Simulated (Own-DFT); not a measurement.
# Point defects and the pressure they add: L1_0 TiAl

No measurement is shown. These are fixed-geometry runs of a retired plane-wave code named Own-DFT, which no person has reviewed; spin and spin-orbit coupling are neglected.

Method: PBE; PseudoDojo norm-conserving scalar-relativistic files; cutoff 42 hartree; 4 x 4 x 4 k mesh centred on Gamma; cold (Marzari-Vanderbilt) smearing of 0.2 eV.

Known weak points: forces on such cells failed a check on a denser k mesh; stress not checked against mesh or cutoff.

All runs share one cell, with vectors in Å (5.622, 5.622, 0.000); (-5.622, 5.622, 0.000); (0.000, 0.000, 8.133) and a volume of 514.0 Å³. The atoms are randomly displaced, by u rms on each axis. The defect's site can differ from row to row.

| cell | formula | u (Å) | P (GPa) |
|---|---|---|---|
| no defect | Al16Ti16 | 0.0182 | 1.15 |
| no defect | Al16Ti16 | 0.0513 | 1.74 |
| no defect | Al16Ti16 | 0.0530 | 1.93 |
| two Al vacancies | Al14Ti16 | 0.0281 | -0.66 |
| two Al vacancies | Al14Ti16 | 0.0538 | -0.07 |
| two Al vacancies | Al14Ti16 | 0.0571 | -0.43 |
| one Ti vacancy | Al16Ti15 | 0.0299 | 0.55 |
| one Ti vacancy | Al16Ti15 | 0.0302 | 0.55 |
| one Ti vacancy | Al16Ti15 | 0.0305 | ? |
| one Ti vacancy | Al16Ti15 | 0.0336 | 0.67 |

## Analysis

P = P0 + c u² + a shift for each defect gives P0 = 1.17 GPa, c = 229 ± 60 GPa/Å² and a scatter of 0.16 GPa. The shifts, and each times the cell's volume:

- one Ti vacancy: -0.80 ± 0.15 GPa, -2.6 eV
- two Al vacancies: -2.09 ± 0.14 GPa, -6.7 eV (-3.3 eV for each of its 2 sites)

Positive is outwards. The product with the volume (160.2 GPa Å³ to the eV) is nearly free of the cell's size; divided by the bulk modulus at the cell's pressure it gives the volume that the defect adds. The atoms around the defects weren't relaxed, which would change these numbers.

## Withheld run

Asked: what pressure belongs in the blank (one Ti vacancy, u = 0.0305 Å)?

From the fit: 0.58 ± 0.19 GPa. The hidden result is 0.46 GPa.
